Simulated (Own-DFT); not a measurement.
# Point defects and the pressure they add: C40 NbSi2

No measurement is shown. These are fixed-geometry runs of a retired plane-wave code named Own-DFT, which no person has reviewed; spin and spin-orbit coupling are neglected.

Method: PBE; PseudoDojo norm-conserving scalar-relativistic files; cutoff 42 hartree; 4 x 4 x 5 k mesh centred on Gamma; cold (Marzari-Vanderbilt) smearing of 0.2 eV.

Limits: forces on such cells failed a check on a denser k mesh; stress not checked against mesh or cutoff.

All runs share one cell, with vectors in Å (0.000, 8.324, 0.000); (-9.613, 0.000, 0.000); (0.000, 0.000, 6.586) and a volume of 527.0 Å³. u is the rms random offset of the atoms per axis. The defect's site can differ from row to row.

| cell | formula | u (Å) | P (GPa) |
|---|---|---|---|
| no defect | Nb12Si24 | 0.0191 | 1.50 |
| no defect | Nb12Si24 | 0.0442 | 2.33 |
| no defect | Nb12Si24 | 0.0568 | 3.03 |
| two Nb on a Si site each | Nb14Si22 | 0.0288 | 7.42 |
| two Nb on a Si site each | Nb14Si22 | 0.0299 | 7.40 |
| two Nb on a Si site each | Nb14Si22 | 0.0521 | 8.31 |
| two Si on a Nb site each | Nb10Si26 | 0.0337 | 1.91 |
| two Si on a Nb site each | Nb10Si26 | 0.0463 | 1.99 |
| two Si on a Nb site each | Nb10Si26 | 0.0533 | 3.02 |
| two Nb vacancies | Nb10Si24 | 0.0299 | -0.18 |
| two Nb vacancies | Nb10Si24 | 0.0322 | 0.13 |
| two Nb vacancies | Nb10Si24 | 0.0440 | 0.53 |
| one Si vacancy | Nb12Si23 | 0.0299 | ? |
| one Si vacancy | Nb12Si23 | 0.0325 | 0.98 |
| one Si vacancy | Nb12Si23 | 0.0488 | 1.91 |
| one Si vacancy | Nb12Si23 | 0.0518 | 2.16 |

## Analysis

P = P0 + c u² + a shift for each defect gives P0 = 1.25 GPa, c = 564 ± 58 GPa/Å² and a scatter of 0.19 GPa. The shifts, and each times the cell's volume:

- two Nb on a Si site each: 5.63 ± 0.15 GPa, 18.5 eV (9.3 eV for each of its 2 sites)
- two Si on a Nb site each: -0.09 ± 0.15 GPa, -0.3 eV (-0.2 eV for each of its 2 sites) (not resolved)
- one Si vacancy: -0.72 ± 0.15 GPa, -2.4 eV
- two Nb vacancies: -1.81 ± 0.15 GPa, -6.0 eV (-3.0 eV for each of its 2 sites)

Against the defect-free cell, a freed cell would be larger where the shift is positive and smaller where it is negative (160.2 GPa Å³ is 1 eV). The atoms around the defects weren't relaxed, which would change these numbers.

## Prediction

Question: what pressure belongs in the blank (one Si vacancy, u = 0.0299 Å)?

Estimate: 1.04 ± 0.22 GPa. The run itself gave 1.16 GPa.
